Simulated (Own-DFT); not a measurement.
# Which defects push the lattice out? D0_22 TiAl3

Calculated, not measured: single-point runs of Own-DFT, a retired in-house plane-wave DFT program that no person has reviewed, on unrelaxed cells, without spin or spin-orbit coupling.

Settings: PBE; PseudoDojo norm-conserving scalar-relativistic files; cutoff 42 hartree; 4 x 4 x 4 k mesh centred on Gamma; cold (Marzari-Vanderbilt) smearing of 0.2 eV.

Limits: forces on such cells failed a check on a denser k mesh; stress not checked against mesh or cutoff.

All runs share one cell, with vectors in Å (-2.365, -6.981, 4.326); (-7.667, 3.491, 1.442); (-2.950, -3.488, -7.241) and a volume of 625.4 Å³. Atoms were moved at random from their sites; u is the rms move along one axis. The defect's site can differ from row to row.

```
cell,formula,u (Å),P (GPa)
no defect,Al30Ti10,0.0193,1.97
no defect,Al30Ti10,0.0492,2.67
no defect,Al30Ti10,0.0577,2.92
two Al on a Ti site each,Al32Ti8,0.0318,2.94
two Al on a Ti site each,Al32Ti8,0.0320,2.92
two Al on a Ti site each,Al32Ti8,0.0526,3.43
two Al vacancies,Al28Ti10,0.0307,1.42
two Al vacancies,Al28Ti10,0.0317,1.25
two Al vacancies,Al28Ti10,0.0457,1.59
two Al vacancies,Al28Ti10,0.0526,?
two Ti on an Al site each,Al28Ti12,0.0288,3.14
two Ti on an Al site each,Al28Ti12,0.0482,3.85
two Ti on an Al site each,Al28Ti12,0.0508,3.87
```

## Fit

P = P0 + c u² + a shift for each defect gives P0 = 1.85 GPa, c = 328 ± 29 GPa/Å² and a scatter of 0.09 GPa. The shifts, and each times the cell's volume:

- two Ti on an Al site each: 1.14 ± 0.07 GPa, 4.5 eV (2.2 eV for each of its 2 sites)
- two Al on a Ti site each: 0.72 ± 0.07 GPa, 2.8 eV (1.4 eV for each of its 2 sites)
- two Al vacancies: -0.87 ± 0.08 GPa, -3.4 eV (-1.7 eV for each of its 2 sites)

A positive shift means that the defect pushes the cell outwards. Shift times volume (160.2 GPa Å³ is 1 eV) depends little on the cell's size, so, taken for each site, it can be compared between cells at like pressure. The atoms around the defects weren't relaxed, which would change these numbers.

## Test on the hidden row

The question: what pressure belongs in the blank (two Al vacancies, u = 0.0526 Å)?

Estimate: 1.89 ± 0.11 GPa. Computed: 2.13 GPa.
